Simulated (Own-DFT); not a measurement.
# What random displacements cost in a stack of InAs and GaAs layers, 64 atoms (As32Ga24In8)

These are calculations, not measurements. They come from Own-DFT, an in-house plane-wave density functional program, since retired, whose code no person has reviewed. Each row is one single-point run on a periodic cell that was not relaxed, without spin or spin-orbit coupling.

Settings of every run: PBE; PseudoDojo norm-conserving scalar-relativistic files; cutoff 42 hartree; 3 x 3 x 3 k mesh centred on Gamma; Fermi-Dirac smearing of 0.1 eV.

Known limits: forces on such cells passed a denser k mesh, each cell not checked; stress not checked against mesh or cutoff.

Cell vectors in Å: (11.307, 0.000, 0.000); (0.000, 11.307, 0.000); (0.000, 0.000, 11.307). In each run every atom was moved at random and independently from its ideal site; u is the rms move along one axis. E is the free energy for each atom above the fitted value at u = 0, and F the rms of the force components.

| run | u (Å) | E (meV/atom) | F (eV/Å) | largest force (eV/Å) | P (GPa) |
|---|---|---|---|---|---|
| 1 | 0.0308 | 18.1 | 0.707 | 2.93 | 8.94 |
| 2 | 0.0313 | 20.9 | 0.715 | 3.15 | 8.98 |
| 3 | 0.0586 | ? | ? | ? | ? |
| 4 | 0.0605 | 61.7 | 1.037 | 4.54 | 9.50 |
| 5 | 0.0638 | 97.5 | 1.296 | 6.23 | 10.02 |
| 6 | 0.1029 | 193.9 | 1.849 | 8.99 | 11.22 |
| 7 | 0.1058 | 241.8 | 2.152 | 10.98 | 12.01 |
| 8 | 0.1076 | 231.2 | 2.031 | 8.10 | 11.85 |

## Worked fit

For small independent moves the energy grows as E = (3/2) K u², with K the mean stiffness felt by one atom. The runs with u up to 0.11 Å give K = 13.4 ± 0.9 eV/Å², with residuals divided by u² + 0.0006 Å², since the noise grows with the moves. The scatter is 6.9 meV/atom at u = 0.05 Å. The forces follow F² = F0² + G² u², fitted to F/u, with G = 18.3 eV/Å² and F0 = 0.42 eV/Å. F0 is the force that atoms already bear on their ideal sites. G exceeds K because the moves of its neighbours add to the force on an atom, and stiffness differs between atoms. The pressure follows P = 8.70 + 271 u² GPa: at fixed volume, shortened bonds push harder than stretched ones pull.

## Withheld run

Question: what energy and rms force should run 3 give?

The fit gives 69 ± 10 meV/atom and about 1.15 eV/Å. The calculation gave 52.5 meV/atom and 0.974 eV/Å. This run lies off the fit, by chance or by something that the fit leaves out.
